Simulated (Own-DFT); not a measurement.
# Which defects push the lattice out? C40 NbSi2

Everything here is calculated. The program is Own-DFT (plane waves, in-house, since retired, never reviewed by a person); positions were held fixed, and spin and spin-orbit coupling were off.

Method: PBE; PseudoDojo norm-conserving scalar-relativistic files; cutoff 42 hartree; 4 x 4 x 5 k mesh centred on Gamma; cold (Marzari-Vanderbilt) smearing of 0.2 eV.

Limits: forces on such cells failed a check on a denser k mesh; stress not checked against mesh or cutoff.

All runs share one cell, with vectors in Å (0.000, 8.324, 0.000); (-9.613, 0.000, 0.000); (0.000, 0.000, 6.586) and a volume of 527.0 Å³. Atoms were moved at random from their sites; u is the rms move along one axis. The defect's site can differ from row to row.

```
                    cell   formula   u (Å)  P (GPa)
               no defect  Nb12Si24  0.0201     1.48
               no defect  Nb12Si24  0.0504     2.82
               no defect  Nb12Si24  0.0562     2.88
two Si on a Nb site each  Nb10Si26  0.0298     1.83
two Si on a Nb site each  Nb10Si26  0.0300     1.75
two Si on a Nb site each  Nb10Si26  0.0475     2.33
        two Nb vacancies  Nb10Si24  0.0287     0.00
        two Nb vacancies  Nb10Si24  0.0291    -0.33
        two Nb vacancies  Nb10Si24  0.0449     0.31
two Nb on a Si site each  Nb14Si22  0.0277        ?
two Nb on a Si site each  Nb14Si22  0.0289     7.61
two Nb on a Si site each  Nb14Si22  0.0490     8.69
two Nb on a Si site each  Nb14Si22  0.0527     8.03
          one Si vacancy  Nb12Si23  0.0303     0.93
          one Si vacancy  Nb12Si23  0.0449     1.51
          one Si vacancy  Nb12Si23  0.0501     1.77
```

## Worked fit

P = P0 + c u² + a shift for each defect gives P0 = 1.45 GPa, c = 464 ± 74 GPa/Å² and a scatter of 0.23 GPa. The shifts, and each times the cell's volume:

- two Nb on a Si site each: 5.73 ± 0.19 GPa, 18.9 eV (9.4 eV for each of its 2 sites)
- two Si on a Nb site each: -0.11 ± 0.20 GPa, -0.3 eV (-0.2 eV for each of its 2 sites) (not resolved)
- one Si vacancy: -0.89 ± 0.19 GPa, -2.9 eV
- two Nb vacancies: -2.03 ± 0.20 GPa, -6.7 eV (-3.3 eV for each of its 2 sites)

Positive is outwards. The product with the volume (160.2 GPa Å³ to the eV) is nearly free of the cell's size; divided by the bulk modulus at the cell's pressure it gives the volume that the defect adds. The atoms around the defects weren't relaxed, which would change these numbers.

## Prediction

Asked: what pressure belongs in the blank (two Nb on a Si site each, u = 0.0277 Å)?

The fit gives 7.54 ± 0.28 GPa. DFT gave 7.49 GPa.
